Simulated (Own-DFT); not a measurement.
GaP (zincblende, strained, atoms displaced), Si3N4 (beta silicon nitride, strained, atoms displaced), SiC (2H silicon carbide, atoms displaced) (calculated)

All values are calculated (Own-DFT development build). A calculation, not a measurement: plane-wave PBE density functional theory by an unreviewed code, no spin, of a simulated periodic cell, stress positive in tension, free energy of the whole cell less one offset for each atom, forces on such cells passed a denser k mesh, this cell's mesh not checked; offsets are fitted by least squares, one for each functional and potential file, so energies compare only between cells with the same atoms and settings and are not formation energies; the far tail of each file's local potential was reset to the Coulomb form; each entry is a single point on an unrelaxed cell, so the pressure reflects the starting lattice, mostly measured values (interpolated for alloys), from which strain is counted, and rises with the displacements; printed positions are rounded, which can move forces by about a meV/angstrom; the program, named Own-DFT, is a retired in-house code; no spin-orbit coupling.

Common to all runs: functional PBE; potential files PseudoDojo norm-conserving, scalar-relativistic, standard set; wave cutoff 42 hartree; occupations Fermi-Dirac; smearing width 0.1 eV.

(1) GaP (zincblende, strained, atoms displaced)

```xyz
64
Lattice="10.8620 0.0000 0.0000 0.0000 10.8620 0.0000 0.0000 0.0000 10.9439" Properties=species:S:1:pos:R:3 GaP
Ga     0.0489     0.0653    10.8893
Ga    10.8062     2.7036     2.7636
Ga     2.7216    10.8610     2.7757
Ga     2.7218     2.7080     0.0311
P      1.3642     1.3316     1.3639
P      1.3171     4.1010     4.0441
P      4.0664     1.3631     4.1263
P      4.0326     4.0541     1.3413
Ga    10.8603     0.0261     5.5224
Ga    10.8283     2.6824     8.2010
Ga     2.7269     0.0386     8.2409
Ga     2.6308     2.7120     5.4937
P      1.3849     1.2830     6.8289
P      1.3453     4.0318     9.5335
P      4.0316     1.3102     9.6065
P      4.0264     4.0887     6.8327
Ga     0.0338     5.4328    10.9342
Ga    10.8562     8.1353     2.7499
Ga     2.7090     5.3969     2.7566
Ga     2.7011     8.1252     0.0081
P      1.3599     6.7599     1.4049
P      1.3293     9.5424     4.1873
P      4.0125     6.8014     4.0963
P      4.0852     9.4920     1.4028
Ga     0.0038     5.4067     5.4819
Ga    10.8469     8.1163     8.1429
Ga     2.7592     5.4036     8.1959
Ga     2.7587     8.1215     5.4864
P      1.3517     6.7650     6.8301
P      1.3968     9.4963     9.6712
P      4.0458     6.7955     9.6112
P      4.0386     9.5395     6.8545
Ga     5.4305    10.8337    10.9413
Ga     5.5090     2.7286     2.7737
Ga     8.1411     0.0056     2.7639
Ga     8.1407     2.7489    10.8941
P      6.7714     1.4402     1.4247
P      6.7705     4.0673     4.0967
P      9.4713     1.3248     4.1024
P      9.5035     4.1122     1.3744
Ga     5.4551    10.8588     5.4782
Ga     5.4165     2.7132     8.1843
Ga     8.1676     0.0417     8.2195
Ga     8.1582     2.7408     5.4961
P      6.7891     1.3419     6.8513
P      6.7996     4.0283     9.6215
P      9.4666     1.3831     9.6036
P      9.4942     4.0213     6.8279
Ga     5.3908     5.3780    10.9330
Ga     5.4400     8.1355     2.6851
Ga     8.1014     5.4407     2.7943
Ga     8.1285     8.1096    10.8927
P      6.7406     6.7488     1.3484
P      6.8023     9.5414     4.0939
P      9.5331     6.7790     4.0841
P      9.5433     9.5014     1.3676
Ga     5.4741     5.4068     5.4446
Ga     5.4029     8.1197     8.2035
Ga     8.1868     5.4684     8.2324
Ga     8.1504     8.1152     5.4516
P      6.8396     6.7950     6.8067
P      6.7807     9.5327     9.5157
P      9.4486     6.7963     9.5923
P      9.5112     9.5175     6.8502
```

Here we set hardware one NVIDIA H100 and k mesh 3 x 3 x 3 centred on Gamma.

Results for GaP (zincblende, strained, atoms displaced): free energy of cell above offsets -34.911 eV; pressure 3.15 GPa; stress xx -3.33 GPa; stress yy -3.35 GPa; stress zz -2.77 GPa; stress yz -0.47 GPa; stress xz 0 GPa; stress xy 0.07 GPa; wall time 521 s.

Force:
```tsv
element	x (eV/Å)	y (eV/Å)	z (eV/Å)
Ga	-0.494	-0.53	0.567
Ga	0.182	-0.133	-0.548
Ga	-0.15	-0.167	-0.056
Ga	-0.461	-0.223	-0.384
P	-0.084	0.477	0.513
P	0.035	-0.638	0.755
P	0.186	0.371	0.065
P	0.566	0.011	0.786
Ga	-0.418	-0.229	-0.4
Ga	0.353	-0.219	-0.174
Ga	-0.299	-0.823	0.12
Ga	0.374	0.194	-0.506
P	-0.486	0.861	0.621
P	0.197	0.221	0.278
P	0.699	0.805	-0.044
P	0.7	-0.377	-0.388
Ga	-0.204	-0.048	-0.048
Ga	0.376	0.442	-0.007
Ga	0.174	0.204	-0.398
Ga	0.204	0.021	0.789
P	0.06	0.231	-0.24
P	0.307	-0.62	-0.616
P	1.039	-0.35	-0.113
P	-0.318	0.11	-0.361
Ga	-0.144	0.029	-0.112
Ga	0.23	0.326	0.91
Ga	-0.641	0.402	0.392
Ga	-0.662	0.52	0.146
P	0.315	-0.099	0.099
P	-0.554	-0.04	-1.483
P	0.289	-0.319	-0.429
P	0.456	-0.38	-0.01
Ga	0.157	0.263	0.387
Ga	-1.501	0.001	-0.168
Ga	0.059	-0.113	-0.806
Ga	0.253	-0.182	1.312
P	0.605	-1.053	-1.003
P	0.538	0.056	0.513
P	0.292	0.44	0.571
P	-0.249	-0.22	-0.052
Ga	-0.351	-0.025	-0.005
Ga	-0.201	-0.14	0.379
Ga	-0.051	-0.329	-0.151
Ga	-0.424	-0.587	-0.409
P	0.068	0.359	-0.156
P	-0.535	0.796	-1.163
P	0.416	-0.213	-0.263
P	0.229	0.768	0.366
Ga	0.07	0.162	0.039
Ga	-0.025	0.029	0.628
Ga	0.349	0.106	-0.67
Ga	-0.344	0.799	0.753
P	0.398	0.054	-0.033
P	-0.259	-0.792	0.113
P	-0.346	-0.112	0.425
P	-0.477	0.183	-0.391
Ga	-0.698	0.476	0.251
Ga	0.064	0.22	-0.227
Ga	-0.52	-0.741	-0.267
Ga	0.32	0.617	-0.233
P	-0.63	-0.317	0.442
P	0.066	-0.36	0.45
P	1.231	-0.132	-0.252
P	-0.328	-0.044	-0.104
```

(2) Si3N4 (beta silicon nitride, strained, atoms displaced)

```xyz
42
Lattice="7.4924 -0.0901 -0.1423 -3.8242 6.5726 0.1886 -0.1633 0.1556 8.7627" Properties=species:S:1:pos:R:3 Si3N4
Si    -1.7196     5.0675     0.8420
Si     0.1854     2.6635     0.7176
Si     1.3172     5.3895     0.7785
Si     5.3120     1.4114     2.0983
Si     3.4228     3.9049     2.2476
Si     2.3845     1.1151     2.2354
N      2.3488     0.2215     0.6885
N      6.0889     1.8633     0.6423
N      2.6719     4.3933     0.8413
N      1.2343     6.3047     2.2807
N     -2.4300     4.6271     2.3297
N      0.9757     2.2040     2.2003
N     -0.0380     4.3796     0.8171
N      3.6680     2.1469     2.1992
Si    -1.6177     5.1252     3.8332
Si     0.1038     2.7653     3.7105
Si     1.1722     5.4354     3.7537
Si     5.2515     1.4806     5.0383
Si     3.4380     3.9956     5.1435
Si     2.2930     1.2742     5.0887
N      2.3423     0.2629     3.6744
N      6.0610     1.9577     3.6085
N      2.6000     4.3784     3.7259
N      1.1654     6.3733     5.2924
N     -2.5328     4.6997     5.2991
N      0.9152     2.2613     5.1014
N     -0.0817     4.4545     3.6980
N      3.7136     2.2433     5.1620
Si    -1.9177     5.1368     6.7604
Si     0.1432     2.6963     6.6709
Si     1.1943     5.5221     6.7096
Si     5.0680     1.5721     7.9887
Si     3.3540     3.9384     8.0352
Si     2.2182     1.2641     8.0207
N      2.2745     0.3904     6.5581
N      5.9673     2.0729     6.4243
N      2.5477     4.4120     6.6548
N      1.1428     6.4518     8.1199
N     -2.5955     4.8493     8.1181
N      0.7897     2.3983     8.0623
N     -0.0774     4.3980     6.6276
N      3.5866     2.2617     7.9753
```

It was run with k mesh 3 x 3 x 3 centred on Gamma.

The calculation gives: free energy of cell above offsets -2.375 eV; pressure 13.73 GPa; stress xx -15.44 GPa; stress yy -12.64 GPa; stress zz -13.1 GPa; stress yz 6.93 GPa; stress xz -7.09 GPa; stress xy -6.34 GPa.

Force:
```tsv
element	x (eV/Å)	y (eV/Å)	z (eV/Å)
Si	3.422	0.451	1.249
Si	-0.592	1.07	2.466
Si	-1.114	-0.223	1.483
Si	-1.286	1.852	1.265
Si	0.95	-1.606	1.323
Si	-2.261	0.912	-2.079
N	-0.445	-0.925	1.342
N	0.382	0.269	-0.252
N	1.429	-0.711	-3.074
N	0.542	0.642	-0.404
N	-1.015	0.094	1.128
N	-0.467	-0.31	0.943
N	-2.208	-0.298	-0.267
N	2.616	1.459	-0.358
Si	-1.665	-0.269	-0.332
Si	1.298	-1.107	-1.797
Si	3.804	1.589	1.087
Si	-1.055	1.143	-0.043
Si	-2.304	-2.883	1.004
Si	1.039	-0.029	0.385
N	-0.264	-1.221	0.728
N	-0.422	-0.742	-1.567
N	-0.295	1.078	-0.87
N	0.763	0.589	-3.327
N	1.163	1.11	-2.154
N	-0.117	-0.217	1.713
N	-2.757	-2.137	0.386
N	-1.348	0.782	-0.871
Si	8.198	2.7	-4.286
Si	-3.521	2.58	-5.953
Si	-0.819	-2.612	-0.152
Si	3.426	0.261	-2.357
Si	-0.931	0.91	2.035
Si	-1.218	0.547	-0.267
N	-1.209	-2.739	0.313
N	0.96	-0.816	3.258
N	0.611	0.811	-1.647
N	0.431	0.776	0.141
N	-3.884	-2.294	5.189
N	4.646	-3.654	3.363
N	-3.078	1.703	0.444
N	-1.405	1.468	0.814
```

(3) SiC (2H silicon carbide, atoms displaced)

```xyz
72
Lattice="9.2481 0.0000 0.0000 -4.6241 8.0091 0.0000 0.0000 0.0000 10.0681" Properties=species:S:1:pos:R:3 SiC
Si     9.1877     0.0578     0.1009
Si    -0.0157     1.8043     2.5652
C      0.0435     0.0614     1.9065
C     -0.0204     1.7923     4.3480
Si    -4.5717     7.9246     4.9931
Si    -0.0753     1.7344     7.6480
C      4.5842     7.9543     6.9484
C     -0.0160     1.7531     9.3012
Si    -1.5218     2.6478     0.0291
Si    -1.5968     4.4545     2.5236
C     -1.4726     2.6453     1.9854
C     -1.4923     4.4451     4.3287
Si     7.7460     2.5585     5.0134
Si    -1.4138     4.5120     7.5346
C     -1.4647     2.5728     6.8780
C     -1.4960     4.5482     9.4483
Si     6.2077     5.2566    10.0304
Si    -3.0961     7.1674     2.3948
C     -3.0401     5.3577     1.8356
C     -3.0405     7.1989     4.3796
Si    -3.0659     5.5026     5.1304
Si    -3.1243     7.1549     7.6543
C      6.1488     5.3446     6.8930
C     -3.0729     7.0919     9.4701
Si    -1.5010     7.9265     0.0225
Si     3.0864     1.8350     2.5079
C      3.0403     0.0025     1.8588
C      3.0135     1.7529     4.4763
Si    -1.6788     7.9302     5.1028
Si     3.0048     1.7050     7.4798
C      3.0182     0.0184     6.8873
C      3.0926     1.7412     9.3702
Si     1.5888     2.6828     0.1406
Si     1.5235     4.4113     2.5330
C      1.5594     2.6538     1.7416
C      1.4787     4.4047     4.1512
Si     1.5875     2.6575     5.0113
Si     1.6413     4.5221     7.5171
C      1.5375     2.6381     6.8901
C      1.5088     4.4921     9.4649
Si     0.0177     5.2677    10.0527
Si     0.0040     7.0469     2.5602
C     -0.0279     5.3931     1.8930
C     -0.0174     7.1632     4.4293
Si     0.0261     5.2368     5.0437
Si     0.0243     7.0699     7.6381
C      0.0514     5.3126     6.8841
C      0.0700     7.1376     9.4655
Si     6.1127     0.0137     0.0414
Si     6.1720     1.7864     2.4910
C      6.1432     0.0415     1.8029
C      6.1327     1.8004     4.3974
Si     6.2202     0.1011     5.0481
Si     6.2296     1.7715     7.5611
C      1.4322     7.9834     7.0208
C      6.2020     1.9305     9.4855
Si     4.5612     2.7111     9.9606
Si     4.5285     4.4340     2.5252
C      4.5514     2.5875     1.8863
C      4.6068     4.3811     4.4150
Si     4.6353     2.7089     5.1420
Si     4.6978     4.4081     7.4215
C      4.6586     2.6443     6.9768
C      4.4949     4.5052     9.3848
Si     3.0649     5.4362     0.0166
Si     3.0523     7.0830     2.5430
C      3.0136     5.4157     1.8680
C      3.0393     7.1721     4.4432
Si     3.0411     5.2772     5.0277
Si     3.1117     7.1010     7.5338
C      3.2936     5.3838     6.8489
C      3.0782     7.1892     9.5572
```

It was run with k mesh 4 x 4 x 3 centred on Gamma.

It finds free energy of cell above offsets -2.273 eV; pressure 6.64 GPa; stress xx -5.07 GPa; stress yy -2.09 GPa; stress zz -12.77 GPa; stress yz -0.57 GPa; stress xz -0.15 GPa; stress xy 0.18 GPa.

Force:
```tsv
element	x (eV/Å)	y (eV/Å)	z (eV/Å)
Si	1.591	-0.498	-2.256
Si	1.604	-0.579	-1.207
C	-1.856	-0.444	0.878
C	1.724	-1.459	1.75
Si	-1.646	2.242	0.966
Si	2.192	-0.183	-5.886
C	1.086	1.239	-0.765
C	0.399	0.775	7.627
Si	1.081	1.141	-0.027
Si	1.442	0.377	-0.543
C	-1.887	1.106	-2.273
C	-1.477	-0.167	2.967
Si	-1.088	2.467	-0.268
Si	-2.468	-2.201	0.005
C	-1.488	1.943	0.472
C	-0.245	-2.67	-1.238
Si	-2.309	1.752	0.138
Si	0.967	-1.124	1.353
C	-2.062	-0.719	0.772
C	-2.676	-2.545	-1.77
Si	0.296	-3.238	-3.536
Si	0.169	-0.614	-1.28
C	2.41	0.678	2.086
C	-0.563	0.096	0.877
Si	-0.639	1.567	-0.75
Si	-1.236	-2.591	0.977
C	1.454	0.393	0.951
C	2.084	-0.124	-1.299
Si	4.826	2.638	-1.261
Si	1.265	1.868	1.302
C	0.428	-2.437	2.044
C	-0.757	-0.293	0.847
Si	-0.101	-0.383	-9.973
Si	-0.545	1.098	-7.395
C	-0.75	0.39	8.872
C	1.195	-0.154	9.84
Si	-2.196	0.295	0.045
Si	0.015	-2.07	0.776
C	-0.634	1.398	0.341
C	1.885	-0.97	-0.88
Si	0.185	2.766	1.685
Si	-0.602	2.714	-0.232
C	0.285	-2.664	-0.743
C	0.367	-1.026	0.787
Si	-0.471	2.203	-2.305
Si	-1.687	0.778	-1.533
C	1.218	0.764	0.516
C	-1.53	-1.534	-0.144
Si	1.563	1.515	-1.652
Si	-0.751	-0.282	0.292
C	0.176	-0.872	3.513
C	0.471	0.47	0.158
Si	-2.769	-1.734	0.711
Si	-0.699	0.17	0.74
C	3.032	0.574	-1.506
C	-1.239	-1.995	-0.832
Si	0.209	-0.18	1.055
Si	1.489	-0.057	-0.72
C	2.035	2.593	-1.096
C	0.16	2.411	0.088
Si	-0.48	-1.882	-1.733
Si	-0.489	0.002	2.758
C	-0.317	-0.635	-0.359
C	2.298	-0.509	-0.135
Si	-0.592	-0.775	-0.44
Si	-0.153	2.416	-0.338
C	0.787	-2.079	0.864
C	1.158	-1.731	-0.703
Si	0.379	0.978	-1.816
Si	-1.196	0.597	1.396
C	-3.836	-0.73	0.554
C	-0.489	-0.267	-2.109
```
